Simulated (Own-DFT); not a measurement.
# Which arrangement is lower? C36Si36, 72 atoms

These are calculations, not measurements. The program, named Own-DFT, is a retired in-house plane-wave density functional code that no person has reviewed. Each row is one single-point run on a periodic cell that was not relaxed, without spin or spin-orbit coupling.

Settings of every run: PBE; PseudoDojo norm-conserving scalar-relativistic files; cutoff 42 hartree; 4 x 4 x 3 k mesh centred on Gamma; Fermi-Dirac smearing of 0.1 eV.

Known limits, some of them of some rows only: some atoms lie very close together; not probed for a lower state with spin; forces on such cells passed a denser k mesh, each cell not checked; stress not checked against mesh or cutoff.

All cells hold the same atoms in the same cell, with vectors in Å (9.248, 0.000, 0.000); (-4.624, 8.009, 0.000); (0.000, 0.000, 10.068). Every atom was moved at random from its ideal site; u is the rms move along one axis. The defect's site can differ from row to row. E is the free energy of the cell above the lowest run. The arrangements:

- A: 2H SiC
- B: 4H SiC
- C: 4H SiC, with one C on a Si site and one Si on a C site, 1.9 Å apart

```
arrangement   u (Å)  E (eV)  P (GPa)
          A  0.0287   0.676     3.80
          A  0.0299   0.806     3.87
          A  0.0309   0.933     3.92
          A  0.0534   6.805     5.99
          A  0.0595   8.182     6.38
          A  0.0597   9.581     6.61
          B  0.0273   0.000     3.60
          B  0.0282   0.307     3.66
          B  0.0293   0.442     3.75
          B  0.0587   7.529     5.85
          B  0.0598   7.505     5.80
          B  0.0634   8.150     6.14
          C  0.0269  10.184     7.03
          C  0.0300  11.686     7.52
          C  0.0308  11.969     7.59
          C  0.0482  14.843     8.55
          C  0.0509  18.122     9.54
          C  0.0529  16.465     8.98
```

Question: once the cost of the random moves is taken out, how do the arrangements rank?

## Worked answer

Fit E = a + b u², with one b for all and one a for each arrangement, and with residuals divided by u², since the noise grows with the moves. Then b = 2935 eV/Å², the scatter at u = 0.04 Å is 0.62 eV, and against A:

- B: -0.36 ± 0.26 eV (not told apart from A)
- C: 10.45 ± 0.26 eV (higher)

These are energies of unrelaxed cells. Relaxing the atoms lowers the strained arrangements most, so the gaps would shrink and small ones could change sign.
